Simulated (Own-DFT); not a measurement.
## Calculated data, HfO$_{2}$ (monoclinic hafnia, atoms displaced)

Computed with Own-DFT development build. A calculation, not a measurement: plane-wave PBE density functional theory by an unreviewed code, no spin, of a simulated periodic cell, stress positive in tension, free energy of the whole cell less one offset for each atom, hafnium file: forces about 75 meV/angstrom off all-electron values; oxygen file: force components 24 meV/angstrom off all-electron in one glass; forces on such cells passed a denser k mesh, this cell's mesh not checked; offsets are fitted by least squares, one for each functional and potential file, so energies compare only between cells with the same atoms and settings and are not formation energies; the far tail of each file's local potential was reset to the Coulomb form; each entry is a single point on an unrelaxed cell, so the pressure reflects the starting lattice, mostly measured values, from which strain is counted, and rises with the displacements; printed positions are rounded, which can move forces by about a meV/angstrom; the program is a retired in-house code; no spin-orbit coupling; before rounding, a Quantum ESPRESSO 7.3.1 run of the same cell and cutoff gave forces within 1 meV/angstrom rms on each cell, which checks the program and not the settings.

Common to all runs: functional PBE; potential files PseudoDojo norm-conserving, scalar-relativistic, standard set; wave cutoff 72 hartree; occupations Fermi-Dirac; smearing width 0.1 eV; k mesh 2 x 2 x 2 centred on Gamma.

(1) 
```xyz
96
Lattice="10.2340 0.0000 0.0000 0.0000 10.3500 0.0000 -1.6955 0.0000 10.4453" Properties=species:S:1:pos:R:3:force_x:R:1:force_y:R:1:force_z:R:1 formula=HfO2 free_energy_of_cell_above_offsets=-93.326 pressure=5.44 stress_xx=-5 stress_yy=-5.7 stress_zz=-5.62 stress_yz=0.26 stress_xz=-0.7 stress_xy=0.69
Hf     1.2727     0.2528     1.0729     -0.034     -1.175      0.539
Hf     3.4742     2.7892     1.5252      0.966     -0.066     -0.472
Hf     2.9941     5.0638     4.0458      2.208     -1.658      2.688
Hf     0.7729     2.4310     3.6658      0.669     -0.899      1.047
O      0.1037     1.7737     1.8690     -0.143     -0.802     -1.394
O      4.6774     4.3115     0.8087     -1.682     -1.177      0.293
O      4.1689     3.4705     3.4856      -0.38      -0.27     -1.063
O     -0.3063     0.8704     4.5388      0.596      1.071     -1.934
O      1.8784     3.9146     2.4373      0.085     -0.259      0.733
O      2.8092     1.2562     0.0624     -0.356      1.423      0.909
O      2.4427     1.2231     2.6559     -0.374      0.088      0.517
O      1.3617     3.8090     5.0432      0.859      1.238      0.263
Hf     0.3759     0.0726     6.2546      0.211      1.843      2.218
Hf     2.5387     2.7779     6.6003       1.28      1.045        2.8
Hf     2.1747     4.9224     9.2932      0.687      0.044      0.168
Hf    -0.1317     2.3815     8.9746      3.243      0.386     -2.255
O     -0.7478     1.6847     6.9781     -1.027      0.474      0.772
O      3.7839     4.3763     6.0066      -0.91     -0.871      0.222
O      3.2637     3.4208     8.6830       1.19     -0.509      -0.55
O     -1.1957     0.9145     9.5944     -1.675     -1.779      1.208
O      1.0351     3.8663     7.6955     -0.448      0.596      -0.67
O      1.9230     1.3756     5.3107      0.609     -1.376     -0.845
O      1.5523     1.1943     7.9287     -0.317      0.289     -0.283
O      0.6343     3.8936    10.3423     -0.318     -1.191     -0.111
Hf     1.2264     5.3536     1.1028      0.036      0.629     -0.585
Hf     3.5039     7.9046     1.4295     -0.237      0.963       1.47
Hf     3.1140    10.1564     4.1294     -0.524     -0.664     -0.298
Hf     0.9035     7.5497     3.6984     -1.224      0.262     -0.039
O      0.1115     6.8982     1.8135       0.38      0.022      0.732
O      4.6296     9.4514     0.7893      0.799     -0.025      0.797
O      4.1810     8.5850     3.4726      0.021        0.5     -0.388
O     -0.4058     5.9791     4.4399      1.356      1.552     -1.014
O      1.9033     9.0412     2.5578     -0.292      0.673     -0.468
O      2.7300     6.4479     0.1623      0.767      0.729     -0.834
O      2.4664     6.4341     2.7203     -0.977      0.548     -0.308
O      1.4625     8.9201     5.2019       0.17      0.993      -1.26
Hf     0.3635     5.3975     6.2510     -0.108      -1.13      1.156
Hf     2.6355     7.9864     6.7565     -0.474      -1.23      0.539
Hf     2.1710    10.1160     9.3904      0.868      1.389     -1.182
Hf    -0.0246     7.5263     8.9179      0.353     -0.317      0.109
O     -0.7138     6.8828     7.0471     -1.066      0.467       0.03
O      3.7830     9.4293     6.0799      0.548      1.312     -0.916
O      3.3912     8.6341     8.6851     -0.457     -0.016     -0.713
O     -1.2055     6.0384     9.6809      -0.33      0.213     -0.906
O      1.0749     9.0808     7.6721      -0.16     -0.887      1.259
O      1.9562     6.5330     5.3667     -0.028     -0.664      -1.29
O      1.5601     6.4330     7.8971     -0.001     -0.241       0.86
O      0.7089     9.0177    10.3811     -1.536      -0.63     -0.707
Hf     6.3855     0.1628     1.1966     -0.171      0.387     -1.303
Hf     8.6198     2.8405     1.5601     -1.676      0.035     -0.657
Hf     8.1101     5.0153     4.1037     -0.754     -0.419      0.719
Hf     5.8890     2.4224     3.7451      1.348     -0.574     -0.834
O      5.1632     1.6257     1.8064     -0.464      1.109      0.707
O      9.7336     4.3726     0.7891     -0.403     -1.069      0.354
O      9.2823     3.4604     3.4063      0.471     -0.026       0.32
O      4.7724     0.9406     4.4542     -1.432     -1.274      0.219
O      7.0166     3.9419     2.5322     -0.085     -0.422     -0.047
O      7.9466     1.3714     0.1210      0.304     -0.707     -0.044
O      7.5010     1.1419     2.7812     -0.018      2.243     -1.281
O      6.5654     3.8284     5.0586      0.107      0.207      1.018
Hf     5.4795     0.1632     6.2938      1.028      0.489     -0.798
Hf     7.6903     2.7206     6.7787      1.285      0.518     -1.995
Hf     7.2921     4.9632     9.3365     -0.685      0.563      1.464
Hf     5.1149     2.3347     8.9170     -2.674      1.001      1.361
O      4.4107     1.7311     7.0734     -0.669     -0.336     -1.025
O      8.8230     4.3256     6.0052     -0.127     -0.417      0.742
O      8.4659     3.4571     8.6584     -0.667      0.061     -0.236
O      3.8511     0.9193     9.6835      0.873     -0.339      0.012
O      6.1005     3.8553     7.7124      0.742       0.62      0.368
O      7.0866     1.2549     5.2539      -0.39      1.261      2.009
O      6.6571     1.2340     7.9945      0.374     -0.181      -0.89
O      5.6604     3.8652    10.4366      1.044     -0.548     -1.364
Hf     6.3043     5.3475     1.1097      1.695      1.162     -0.497
Hf     8.6847     8.0068     1.5236     -2.253     -1.179     -0.002
Hf     8.3418    10.1583     4.1132     -4.897       0.97      0.501
Hf     5.9793     7.5648     3.6417     -0.262      0.326        1.3
O      5.1623     6.8742     1.7672       0.05      0.302      0.284
O      9.7791     9.4626     0.8662      1.174      1.771     -1.231
O      9.2712     8.7067     3.4433       3.79      -3.66     -1.089
O      4.7966     6.0253     4.4055     -0.477     -0.045     -0.499
O      7.0530     9.1192     2.5521     -0.451     -0.778     -1.092
O      7.9228     6.5299     0.1934      0.163     -0.491     -0.914
O      7.5234     6.4888     2.7184      0.063     -0.613      0.334
O      6.6387     8.9493     5.0609      -0.94       0.98       0.59
Hf     5.5704     5.4188     6.3537     -1.103     -1.142     -1.738
Hf     7.7240     7.9773     6.8368      0.216     -0.521      -2.63
Hf     7.2427    10.1869     9.3032        0.9     -1.556      1.964
Hf     5.0400     7.5725     8.8716      0.485     -1.271      2.201
O      4.3988     6.8567     6.9993     -0.892      1.079      0.578
O      8.7917     9.4465     5.9478      1.994      0.151       1.95
O      8.5472     8.6679     8.5914     -0.556      0.858      0.877
O      3.8929     6.0626     9.6744     -0.089      0.128     -0.774
O      6.1374     9.0293     7.6412       0.01       0.94      1.233
O      6.9996     6.5867     5.3252      1.008     -1.217      0.569
O      6.6950     6.4514     8.0258      0.065     -0.413      -0.63
O      5.7771     8.9707    10.3666      0.126      1.124     -0.944
```

Units: free_energy_of_cell_above_offsets in eV; pressure, stress_xx, stress_yy, stress_zz, stress_yz, stress_xz, stress_xy in GPa; force_x, force_y, force_z in eV/Å.

(2) 
```xyz
96
Lattice="10.2340 0.0000 0.0000 0.0000 10.3500 0.0000 -1.6955 0.0000 10.4453" Properties=species:S:1:pos:R:3:force_x:R:1:force_y:R:1:force_z:R:1 formula=HfO2 free_energy_of_cell_above_offsets=-93.602 pressure=5.64 stress_xx=-5.17 stress_yy=-5.8 stress_zz=-5.94 stress_yz=0.27 stress_xz=-0.21 stress_xy=-0.79
Hf     1.2518     0.2136     1.0596     -0.813      0.772      1.187
Hf     3.4851     2.8316     1.4949     -0.628     -1.999       0.83
Hf     2.9055     4.9623     4.0859      3.284      0.331      1.091
Hf     0.8093     2.4052     3.7604     -0.154     -2.452     -1.815
O      0.0065     1.7611     1.8950      1.208      -0.54     -0.952
O      4.6906     4.1667     0.7917      0.513      2.295     -0.827
O      4.2304     3.4361     3.4635     -1.102      0.668     -0.463
O     -0.2335     0.7916     4.3568     -1.148      0.006       0.43
O      1.9013     3.9817     2.5405     -0.611     -0.768     -0.986
O      2.7289     1.3473     0.1507      0.649      0.409     -0.273
O      2.4315     1.2038     2.6888     -0.467      1.031      0.561
O      1.4002     3.8601     5.0793      0.249     -0.156      0.586
Hf     0.3368     0.0857     6.3359      2.219       3.72      0.197
Hf     2.5584     2.8554     6.7022       1.32     -1.864       1.15
Hf     2.1469     4.9455     9.3533      1.053     -0.213     -0.501
Hf    -0.0781     2.4863     8.9682      0.255     -3.305     -1.503
O     -0.8321     1.7677     7.1325      1.572     -1.171     -1.269
O      3.7503     4.3705     5.9445     -0.985     -1.155      1.201
O      3.3265     3.4581     8.5945     -0.141       0.51       -0.2
O     -1.1992     0.9224     9.6232     -0.633     -0.655      0.658
O      0.9496     3.9558     7.7439      0.912     -0.076     -0.741
O      1.9792     1.2517     5.2909     -0.113      1.686      0.904
O      1.6054     1.2274     7.9695      -0.69      0.695     -0.336
O      0.6510     3.8326    10.2464     -0.325      1.725      2.258
Hf     1.1824     5.3606     1.1145      0.221      2.065     -0.378
Hf     3.4641     7.9958     1.4339     -1.192       1.09      1.643
Hf     3.0695    10.1565     4.1811     -0.907      0.166     -0.768
Hf     0.7589     7.5321     3.7225      0.059      0.715     -0.848
O      0.0541     6.9458     1.7900      0.627      -1.33      -0.19
O      4.6973     9.4857     0.7631     -1.218     -1.149      0.459
O      4.2209     8.6525     3.4385     -1.044      0.441     -0.411
O     -0.3918     6.0285     4.4415      0.101      0.071     -0.833
O      1.8211     9.1404     2.5217      0.939     -0.907     -0.681
O      2.7975     6.5533     0.0477      0.314     -0.839      0.949
O      2.3634     6.4433     2.7712     -0.049      0.358     -1.196
O      1.4195     8.9847     5.0495      0.556      0.041      1.311
Hf     0.4291     5.3917     6.2532     -2.542     -0.006      1.075
Hf     2.6025     7.9374     6.7393      0.317      1.132     -0.837
Hf     2.2763    10.0665     9.3440     -2.094      3.101     -0.209
Hf    -0.0067     7.5817     8.9291     -1.892     -0.403     -0.932
O     -0.7840     6.8277     7.0563     -0.626       0.76      -0.59
O      3.8087     9.5383     6.0593     -1.298     -1.542      0.092
O      3.3386     8.6449     8.6252      0.551     -1.725     -0.733
O     -1.2333     6.1049     9.6748      0.214     -0.578      0.501
O      1.0363     9.1319     7.6844      0.465     -1.669      0.544
O      1.9380     6.4968     5.3320      0.417      0.109     -0.016
O      1.4285     6.4337     7.9100      1.902     -0.012      0.315
O      0.5869     9.0095    10.2755      0.601      0.561      0.813
Hf     6.3865     0.2097     1.0813      0.356      0.571      0.396
Hf     8.6057     2.9197     1.5169     -2.147     -4.307      0.289
Hf     8.0852     4.8889     4.0532     -0.265      1.168      2.236
Hf     5.8775     2.3275     3.6894      0.971      0.837      0.088
O      5.1214     1.7201     1.7435      0.907     -0.712      0.793
O      9.6603     4.3459     0.8404      2.479      1.906      0.045
O      9.2487     3.4167     3.3866      1.025      0.341      1.044
O      4.7833     0.9227     4.5404     -1.032     -0.438     -1.644
O      6.9719     3.9247     2.4838     -0.151      0.425      -0.22
O      7.9143     1.2636     0.1638      0.145      0.378     -0.694
O      7.4970     1.2468     2.6692     -0.371     -0.146      0.989
O      6.6483     3.8482     5.1829     -1.031     -0.345     -1.693
Hf     5.5422     0.2213     6.3020      0.738     -0.122      1.729
Hf     7.7662     2.8097     6.7234     -1.281      0.342      0.513
Hf     7.3411     4.9447     9.4120     -1.858      0.804     -2.079
Hf     5.0971     2.3422     8.8820       0.22     -0.143     -0.185
O      4.3705     1.6663     7.0347     -1.194      1.329      0.034
O      8.8609     4.3300     5.9857      1.256      0.164      0.126
O      8.4168     3.4856     8.6813      0.856     -0.102      0.323
O      3.8481     0.8742     9.6295      1.182      0.456      0.235
O      6.1749     3.9258     7.7059     -0.453      0.015      0.361
O      7.0479     1.3486     5.3660      1.079     -0.172     -0.926
O      6.7160     1.2809     7.9587     -0.438     -0.047      0.409
O      5.7591     3.7143    10.3434     -0.165      1.582     -0.136
Hf     6.3598     5.4835     1.0830     -0.586     -1.706      0.791
Hf     8.5161     7.9142     1.5319      0.402      1.608      0.366
Hf     8.2086    10.1761     4.1059     -0.788     -0.054     -0.396
Hf     5.8492     7.5926     3.7033      1.297     -0.677      1.253
O      5.1355     7.0069     1.8185      0.905     -1.638     -0.801
O      9.6974     9.4508     0.8369      0.558      0.297     -0.218
O      9.2850     8.5896     3.3968      0.129       0.27       0.89
O      4.7628     6.0210     4.5285      -0.98      0.641     -2.351
O      7.0025     9.0810     2.6316     -0.132      0.441     -1.688
O      7.8917     6.5173     0.1453     -0.012     -0.544     -0.042
O      7.4840     6.4308     2.7351     -0.378     -0.106     -0.722
O      6.6142     9.0232     5.1135      0.185      0.335      0.335
Hf     5.4829     5.4486     6.3173      1.551     -1.785     -0.048
Hf     7.7804     7.9930     6.6742     -1.036     -0.692      1.384
Hf     7.3261    10.1328     9.4221     -0.209      0.254     -1.077
Hf     5.0241     7.5454     8.9177      2.144      0.409     -0.121
O      4.3827     6.9439     6.9663      -1.43      1.031      1.019
O      8.9187     9.5584     6.0886     -1.742     -1.092     -0.873
O      8.4653     8.6418     8.5616      0.804     -0.137      0.585
O      3.9405     6.0137     9.6892     -1.123      0.149     -0.689
O      6.1717     9.1705     7.8031     -0.222     -0.946     -0.745
O      7.0436     6.5496     5.2587       0.33       -0.1      1.085
O      6.6038     6.4162     8.0504      0.115      0.483     -0.799
O      5.7099     8.9865    10.3275     -0.455     -0.167      0.563
```

Units: free_energy_of_cell_above_offsets in eV; pressure, stress_xx, stress_yy, stress_zz, stress_yz, stress_xz, stress_xy in GPa; force_x, force_y, force_z in eV/Å.
